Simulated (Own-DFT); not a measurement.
Hf36O71 (tetragonal hafnia with one neutral oxygen vacancy, atoms displaced) (calculated)

Computed with Own-DFT development build. A calculation, not a measurement: plane-wave PBE and HSE06 DFT by an unreviewed code, no spin, of a simulated cell at Gamma alone, so results move with cell size and shape, stress positive in tension, energies less offsets, not probed for a lower state with spin; hafnium file: forces about 75 meV/angstrom off all-electron values; oxygen file: force components 24 meV/angstrom off all-electron in a glass; k mesh not checked against a denser one; forces and stress are PBE's, HSE06 gives the energy alone, and its difference from PBE has offsets of its own; offsets are fitted by least squares, one for each functional and potential file, so energies compare only between cells with the same atoms and settings and are not formation energies; the far tail of each file's local potential was reset to the Coulomb form; each entry is a single point on an unrelaxed cell, so the pressure reflects the starting lattice, taken from the Materials Project, from which strain is counted, and rises with the displacements; printed positions are rounded, which can move forces by about a meV/angstrom; the program is a retired in-house code; no spin-orbit coupling.

```json
{"formula": "Hf36O71", "kind": "tetragonal hafnia with one neutral oxygen vacancy, atoms displaced", "structure": {"cell_angstrom": [[10.78, 0.0, 0.0], [0.0, 10.78, 0.0], [0.0, 0.0, 10.4493]], "atoms_fractional": [["Hf", 0.0026, 0.00161, 0.99481], ["Hf", 0.16532, 0.16784, 0.24833], ["O", 0.00303, 0.17103, 0.14886], ["O", 0.1663, 0.99853, 0.34737], ["O", 0.0006, 0.16669, 0.39743], ["O", 0.16868, 0.99652, 0.09781], ["Hf", 0.99849, 0.00444, 0.49974], ["Hf", 0.1691, 0.16883, 0.75075], ["O", 0.99655, 0.16285, 0.65767], ["O", 0.16871, 0.99991, 0.8499], ["O", 0.00151, 0.17257, 0.90095], ["O", 0.16541, 0.99794, 0.59796], ["Hf", 0.99722, 0.33416, 0.99588], ["Hf", 0.16462, 0.49948, 0.24412], ["O", 0.99859, 0.50109, 0.15573], ["O", 0.1639, 0.33424, 0.34702], ["O", 0.99904, 0.49754, 0.40349], ["O", 0.165, 0.33274, 0.09804], ["Hf", 0.00119, 0.33003, 0.49893], ["Hf", 0.16442, 0.49868, 0.74633], ["O", 0.99922, 0.5024, 0.65318], ["O", 0.16374, 0.33511, 0.84219], ["O", 0.00266, 0.4984, 0.90524], ["O", 0.16781, 0.33007, 0.59802], ["Hf", 5e-05, 0.67023, 0.99984], ["Hf", 0.17418, 0.83062, 0.24855], ["O", 0.0004, 0.83092, 0.15357], ["O", 0.16253, 0.66147, 0.35039], ["O", 0.00407, 0.82873, 0.39979], ["O", 0.17052, 0.6649, 0.10173], ["Hf", 0.00087, 0.66536, 0.49544], ["Hf", 0.17105, 0.83472, 0.74973], ["O", 0.00336, 0.8334, 0.65504], ["O", 0.16947, 0.66995, 0.84987], ["O", 0.99903, 0.83165, 0.9034], ["O", 0.16789, 0.66792, 0.59412], ["Hf", 0.33222, 0.99962, 0.9937], ["Hf", 0.49827, 0.16525, 0.25388], ["O", 0.33264, 0.1685, 0.15272], ["O", 0.50453, 0.00127, 0.34345], ["O", 0.33457, 0.16332, 0.40144], ["O", 0.50162, 0.99806, 0.09854], ["Hf", 0.33094, 0.0008, 0.4974], ["Hf", 0.49921, 0.16315, 0.75434], ["O", 0.32915, 0.17018, 0.65321], ["O", 0.5004, 0.99598, 0.8473], ["O", 0.33188, 0.16827, 0.89918], ["O", 0.50457, 0.99826, 0.60002], ["Hf", 0.3349, 0.33568, 0.99961], ["Hf", 0.50106, 0.50265, 0.25371], ["O", 0.33203, 0.4984, 0.15425], ["O", 0.49608, 0.3368, 0.35065], ["O", 0.33187, 0.49676, 0.4023], ["O", 0.50149, 0.32923, 0.09894], ["Hf", 0.32798, 0.33437, 0.49933], ["Hf", 0.49769, 0.49404, 0.75031], ["O", 0.33632, 0.50898, 0.65295], ["O", 0.49972, 0.33147, 0.84407], ["O", 0.33724, 0.50121, 0.90021], ["O", 0.49939, 0.33392, 0.5968], ["Hf", 0.33603, 0.66547, 0.00211], ["Hf", 0.49755, 0.83361, 0.24883], ["O", 0.333, 0.83169, 0.14968], ["O", 0.49932, 0.66075, 0.3507], ["O", 0.33253, 0.82982, 0.4033], ["O", 0.49685, 0.66741, 0.09842], ["Hf", 0.33191, 0.6637, 0.50148], ["Hf", 0.50189, 0.83381, 0.74839], ["O", 0.33297, 0.8373, 0.65389], ["O", 0.50924, 0.66356, 0.84822], ["O", 0.33456, 0.83721, 0.90631], ["O", 0.49848, 0.6648, 0.60067], ["Hf", 0.66347, 0.99859, 0.00093], ["Hf", 0.83514, 0.16883, 0.2497], ["O", 0.66777, 0.16318, 0.15014], ["O", 0.83246, 0.99901, 0.34911], ["O", 0.66627, 0.16551, 0.40131], ["O", 0.83583, 0.99755, 0.10164], ["Hf", 0.66938, 0.99269, 0.50161], ["Hf", 0.83332, 0.16755, 0.74648], ["O", 0.66728, 0.168, 0.65408], ["O", 0.83566, 0.99853, 0.85121], ["O", 0.66644, 0.16717, 0.90301], ["O", 0.83174, 0.00111, 0.59833], ["Hf", 0.6639, 0.33147, 0.00457], ["Hf", 0.83464, 0.50111, 0.25205], ["O", 0.67132, 0.49621, 0.15302], ["O", 0.83672, 0.33827, 0.3415], ["O", 0.66331, 0.50016, 0.40529], ["O", 0.83353, 0.33036, 0.09744], ["Hf", 0.66322, 0.33387, 0.49779], ["Hf", 0.82496, 0.50431, 0.75264], ["O", 0.66463, 0.49866, 0.64801], ["O", 0.83151, 0.3349, 0.84787], ["O", 0.83536, 0.32933, 0.59625], ["Hf", 0.66714, 0.6668, 0.99626], ["Hf", 0.8369, 0.83104, 0.24829], ["O", 0.66787, 0.83696, 0.15041], ["O", 0.83684, 0.664, 0.35102], ["O", 0.66609, 0.83052, 0.40562], ["O", 0.83423, 0.66853, 0.10065], ["Hf", 0.66712, 0.67029, 0.50228], ["Hf", 0.83506, 0.83273, 0.74884], ["O", 0.66472, 0.83609, 0.65748], ["O", 0.83813, 0.66644, 0.84951], ["O", 0.66659, 0.83353, 0.90486], ["O", 0.82818, 0.66724, 0.59454]]}, "settings": {"first_functional": "PBE", "second_functional": "HSE06", "exact_exchange_share": 0.25, "screening [1/bohr]": 0.11, "exchange_divergence": "Gygi-Baldereschi", "potential_files": "PseudoDojo norm-conserving, scalar-relativistic, made for PBE, standard set", "wave_cutoff [hartree]": 48.0, "occupations": "fixed", "k_mesh": "1 x 1 x 1 centred on Gamma"}, "results": {"PBE_energy_of_cell_above_offsets [eV]": "-101.158", "HSE06_less_PBE_above_offsets [eV]": "-0.163", "PBE_pressure [GPa]": 0.82, "PBE_stress_xx [GPa]": -0.18, "PBE_stress_yy [GPa]": -0.87, "PBE_stress_zz [GPa]": -1.41, "PBE_stress_yz [GPa]": 0.16, "PBE_stress_xz [GPa]": 0.36, "PBE_stress_xy [GPa]": -0.07, "force_element": ["Hf", "Hf", "O", "O", "O", "O", "Hf", "Hf", "O", "O", "O", "O", "Hf", "Hf", "O", "O", "O", "O", "Hf", "Hf", "O", "O", "O", "O", "Hf", "Hf", "O", "O", "O", "O", "Hf", "Hf", "O", "O", "O", "O", "Hf", "Hf", "O", "O", "O", "O", "Hf", "Hf", "O", "O", "O", "O", "Hf", "Hf", "O", "O", "O", "O", "Hf", "Hf", "O", "O", "O", "O", "Hf", "Hf", "O", "O", "O", "O", "Hf", "Hf", "O", "O", "O", "O", "Hf", "Hf", "O", "O", "O", "O", "Hf", "Hf", "O", "O", "O", "O", "Hf", "Hf", "O", "O", "O", "O", "Hf", "Hf", "O", "O", "O", "Hf", "Hf", "O", "O", "O", "O", "Hf", "Hf", "O", "O", "O", "O"], "force_x [eV/angstrom]": [-0.821, 0.164, -0.339, 0.245, -0.089, -0.138, 0.178, -0.684, 1.278, -0.156, 0.053, 0.197, -0.123, -0.08, 0.011, 0.28, 0.086, 0.536, -0.635, -0.241, -0.107, 0.529, 0.136, -0.695, 0.272, -1.703, 0.802, 0.412, -0.401, -0.331, -0.012, -0.617, -0.691, -0.006, 0.077, -0.239, 0.09, 0.578, 0.097, -0.469, -0.029, -1.115, 0.117, 0.631, 1.048, -0.107, 0.142, -1.071, -0.318, 0.176, 0.715, 0.284, -0.11, -0.643, 1.375, 0.55, -1.21, 0.176, -0.066, -0.601, -0.734, 0.813, 0.747, -0.114, 0.194, 1.154, 0.394, -0.565, 0.469, 0.046, 0.162, 0.343, 1.282, -0.431, -0.233, 0.251, 0.084, 0.261, -0.316, -0.907, -0.527, 0.145, -0.396, 0.454, 1.128, 0.135, -1.096, -0.208, 0.229, -0.17, 0.226, 0.75, 0.218, -0.322, -0.223, -0.178, 0.022, -0.514, -0.321, -0.151, -0.33, -0.926, 0.522, 0.876, -0.689, 0.145, 0.914], "force_y [eV/angstrom]": [0.105, -0.097, -0.501, 0.209, -0.107, 0.108, -1.343, -0.257, -0.091, 0.263, -1.157, 0.402, 0.086, 0.018, 0.054, -0.484, -0.209, 0.261, 1.071, 1.124, -0.046, -0.007, 0.947, 0.289, -0.667, -0.128, -0.146, 0.427, 1.204, 0.076, -0.179, -0.45, -0.015, -0.542, 0.569, 0.016, 0.583, 0.781, -0.07, -1.032, 0.603, 0.016, -0.516, 0.138, -0.513, 0.727, 0.029, 0.191, -0.111, -0.766, -0.097, -0.738, 0.519, 0.232, -0.316, 1.01, -0.787, -0.044, -0.363, -0.04, 0.088, -0.185, 0.079, 1.478, 0.626, -0.114, -0.5, -0.815, -0.06, 0.106, -1.307, 0.703, 0.396, -0.466, 0.21, -0.073, 0.198, 0.222, 1.511, 0.241, -0.039, 0.173, -0.312, -0.356, 0.212, 0.316, 0.307, -1.217, 0.247, -0.105, -0.373, -1.119, -0.103, 0.391, -0.003, -0.412, 0.401, -0.413, 0.508, 0.155, 0.048, -1.431, 0.5, -0.172, 0.167, -0.272, 0.325], "force_z [eV/angstrom]": [0.864, -0.334, 0.286, 0.013, 0.511, -0.26, -0.329, 0.14, -1.179, -0.173, -0.117, -0.295, 0.859, 0.764, -0.501, 0.209, 0.274, -0.639, -0.065, 0.495, 0.137, 0.386, -0.234, 0.11, 0.55, 0.57, -0.223, -0.524, 0.578, -0.417, 0.28, 0.036, -0.109, -0.385, -0.141, 0.535, 1.319, -0.697, -0.038, 0.64, 0.177, -0.247, 0.639, -1.093, -0.237, 0.372, 0.167, -0.489, 0.664, -0.343, -0.526, -0.382, 0.211, -0.256, -0.415, -0.395, -0.219, 0.854, 0.318, 0.061, -0.511, -0.192, 0.266, -0.307, -0.417, 0.198, -0.058, 0.256, -0.114, 0.092, -0.604, -0.321, 0.626, -0.644, 0.561, 0.177, 0.229, -0.672, -0.463, 0.989, 0.071, -0.641, -0.008, 0.138, -0.417, -0.339, -0.374, 0.827, -0.365, -0.278, 0.438, -0.517, 1.189, -0.264, -0.399, 0.504, -0.116, 0.753, -0.182, -0.501, -0.563, -0.118, 0.456, -0.664, 0.024, -0.394, 0.893]}}
```
